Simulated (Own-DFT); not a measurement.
# One host, several defects: hexagonal WC

Source: density functional calculations with Own-DFT, an unreviewed in-house program that is no longer used. Nothing was measured or relaxed, and spin and spin-orbit coupling are left out.

Common settings: PBE; PseudoDojo norm-conserving scalar-relativistic files; cutoff 50 hartree; 4 x 4 x 4 k mesh centred on Gamma; cold (Marzari-Vanderbilt) smearing of 0.2 eV.

Keep in mind: forces on such cells moved up to 12 meV/angstrom on a denser k mesh; stress not checked against mesh or cutoff.

All runs share one cell, with vectors in Å (5.833, -5.052, -2.839); (0.000, -5.052, 8.518); (-5.833, -5.052, -2.839) and a volume of 669.4 Å³. u is the rms random offset of the atoms per axis. The defect's site can differ from row to row.

| cell | formula | u (Å) | P (GPa) |
|---|---|---|---|
| no defect | C32W32 | 0.0188 | 3.22 |
| no defect | C32W32 | 0.0191 | 3.27 |
| no defect | C32W32 | 0.0483 | 6.39 |
| one C on a W site | C33W31 | 0.0279 | 2.38 |
| one C on a W site | C33W31 | 0.0311 | 2.83 |
| one C on a W site | C33W31 | 0.0464 | 4.44 |
| one C on a W site | C33W31 | 0.0563 | ? |
| one W on a C site | C31W33 | 0.0279 | 16.87 |
| one W on a C site | C31W33 | 0.0304 | 16.49 |
| one W on a C site | C31W33 | 0.0317 | 16.82 |
| one C vacancy | C31W32 | 0.0302 | 3.27 |
| one C vacancy | C31W32 | 0.0311 | 3.45 |
| one C vacancy | C31W32 | 0.0475 | 4.83 |
| one W vacancy | C32W31 | 0.0276 | 1.96 |
| one W vacancy | C32W31 | 0.0304 | 2.09 |
| one W vacancy | C32W31 | 0.0465 | 3.99 |

## Worked fit

P = P0 + c u² + a shift for each defect gives P0 = 2.82 GPa, c = 1447 ± 84 GPa/Å² and a scatter of 0.21 GPa. The shifts, and each times the cell's volume:

- one W on a C site: 12.60 ± 0.17 GPa, 52.6 eV
- one C vacancy: -0.97 ± 0.17 GPa, -4.0 eV
- one C on a W site: -1.48 ± 0.17 GPa, -6.2 eV
- one W vacancy: -1.99 ± 0.17 GPa, -8.3 eV

A positive shift means that the defect pushes the cell outwards. Shift times volume (160.2 GPa Å³ is 1 eV) depends little on the cell's size, so, taken for each site, it can be compared between cells at like pressure. The atoms around the defects weren't relaxed, which would change these numbers.

## Prediction

Question: what pressure belongs in the blank (one C on a W site, u = 0.0563 Å)?

The fit gives 5.92 ± 0.29 GPa. DFT gave 5.99 GPa.
